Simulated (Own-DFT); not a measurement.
# Strain and stress in wurtzite AlN, 72 atoms (Al36N36)

All numbers below are calculated, not measured. They come from Own-DFT, an in-house plane-wave density functional program, since retired, whose code no person has reviewed. Each row is one single-point run on a periodic cell that was not relaxed, without spin or spin-orbit coupling.

Settings of every run: PBE; PseudoDojo norm-conserving scalar-relativistic files; cutoff 42 hartree; 4 x 4 x 3 k mesh centred on Gamma; Gaussian smearing of 0.01 eV.

Known limits: k mesh not checked against a denser one; stress not checked against mesh or cutoff.

Unstrained cell vectors in Å: (9.336, 0.000, 0.000); (-4.668, 8.085, 0.000); (0.000, 0.000, 9.964). The unstrained cell has measured lattice constants (interpolated for alloys), not those of this functional. That, the random moves and any unrelaxed bonds set the pressure at no strain. Each run strains this cell uniformly, with the atoms carried along. Every atom was also moved at random, by a Gaussian of width 0.05 Å on each axis. Strain is the symmetric tensor, in per cent. Stress is positive in tension, and the pressure is minus a third of its trace.

```
run  e_xx (%)  e_yy (%)  e_zz (%)  e_yz (%)  e_xz (%)  e_xy (%)  s_xx (GPa)  s_yy (GPa)  s_zz (GPa)  s_yz (GPa)  s_xz (GPa)  s_xy (GPa)  P (GPa)  E (meV/atom)
  1      0.39     -1.48      1.54     -1.80     -0.32      0.24       -5.42      -11.43        1.84       -3.61       -1.23       -0.73     5.00           9.2
  2      1.54      1.54      0.69     -0.17      1.31      0.68        3.25        1.94        0.80       -0.64        3.36        1.92    -2.00           0.0
  3     -1.82     -0.77     -1.01      1.57      0.73     -0.22      -15.83      -12.94      -11.86        3.70        1.58        0.15    13.54          25.6
  4      1.60     -1.55     -0.42      0.89      0.19      0.42       -0.16      -10.85       -8.23        1.53       -0.05       -0.09     6.41          11.2
  5      0.05      1.26      1.54     -1.70      0.59     -1.65       -3.35        0.10        3.41       -3.76        1.39       -4.52    -0.05           3.7
  6     -1.52     -1.24     -1.77      0.71      0.61     -1.20      -12.87      -18.48      -19.36        0.89        1.07       -4.23    16.90          61.2
  7     -1.97      0.48      1.59      0.54      0.32      0.19      -14.18       -6.37        1.48        1.97        0.33        1.81     6.36          27.8
  8      0.03      0.63      0.80     -0.14      0.54     -0.11       -3.77       -2.77       -0.95        0.02        0.98       -2.04     2.49           3.3
  9      0.63      1.40      1.11      0.33      1.65     -1.03       -2.46        2.99        0.07        0.49        3.16       -3.91    -0.20          19.6
 10     -0.70     -1.10     -0.19     -0.81      0.23     -0.62       -9.74       -9.36      -10.55       -1.91        0.00       -2.22     9.89           5.8
 11      0.88     -1.10      0.02      0.35     -0.04     -0.47       -3.79      -11.15       -4.20        1.35        0.42       -0.67     6.38          13.1
 12     -1.14     -1.48      0.73     -1.00      1.04      1.83      -14.55      -14.13       -3.84       -2.06        1.61        4.03    10.84          46.6
 13      1.01     -0.15     -1.60     -1.26      0.99      0.19       -0.71       -3.84      -16.83       -3.28        1.82        0.67     7.13           8.4
 14     -0.35      0.57     -1.32     -0.89      1.48      1.92       -7.19       -4.70      -13.43       -2.03        3.60        6.83     8.44          40.6
 15      1.72      0.84     -0.57      0.94      1.68     -0.14        2.78       -0.58       -7.19        2.43        4.01       -0.32     1.66           6.6
 16     -0.15      1.64     -0.32      0.70      1.83     -1.40       -3.21        0.83       -8.09        2.54        5.24       -4.16     3.49          16.3
 17      1.79      1.84     -0.77     -0.04     -1.63      1.30        2.86        4.62       -9.31        0.66       -4.57        4.04     0.61          24.9
 18     -1.21     -1.99      1.94     -0.47      0.03     -1.15           ?           ?           ?           ?           ?           ?        ?             ?
```

E is the free energy for each atom above the lowest run shown.

## Worked fit

Each stress component was fitted by least squares to a constant and the strains of the runs shown, as fractions, with shears doubled. Shear strains stay in the fit of a normal stress only where such slopes are resolved. The slopes, in GPa:

```
stress,at no strain,per e_xx,per e_yy,per e_zz,scatter
s_xx,-5.8,445 ± 23,122 ± 23,-6 ± 24,1.07
s_yy,-6.2,164 ± 34,450 ± 34,61 ± 36,1.57
s_zz,-6.4,79 ± 28,46 ± 28,590 ± 29,1.28
```

Each shear stress against twice its own strain: yz 118 ± 7, xz 126 ± 8, xy 151 ± 12 GPa. These are stiffnesses along x, y and z of the frame in which the cell vectors are given, which need not be the crystal's axes. The atoms are held to the strained lattice; where symmetry lets them move under strain, relaxing them would lower some slopes. The table should be nearly symmetric about its diagonal, and what it lacks of that shows the noise. A ninth of its sum, 217 ± 5 GPa, estimates the bulk modulus near the mean pressure of these runs, 5.7 GPa, so it lies above the value at zero pressure.

## Withheld run

Question: what normal stresses and pressure should run 18 give?

The fit gives s_xx = -13.8, s_yy = -16.0, s_zz = 3.2 and P = 8.9 GPa. The calculation gave -12.36, -16.24, 1.26 and P = 9.12 GPa.
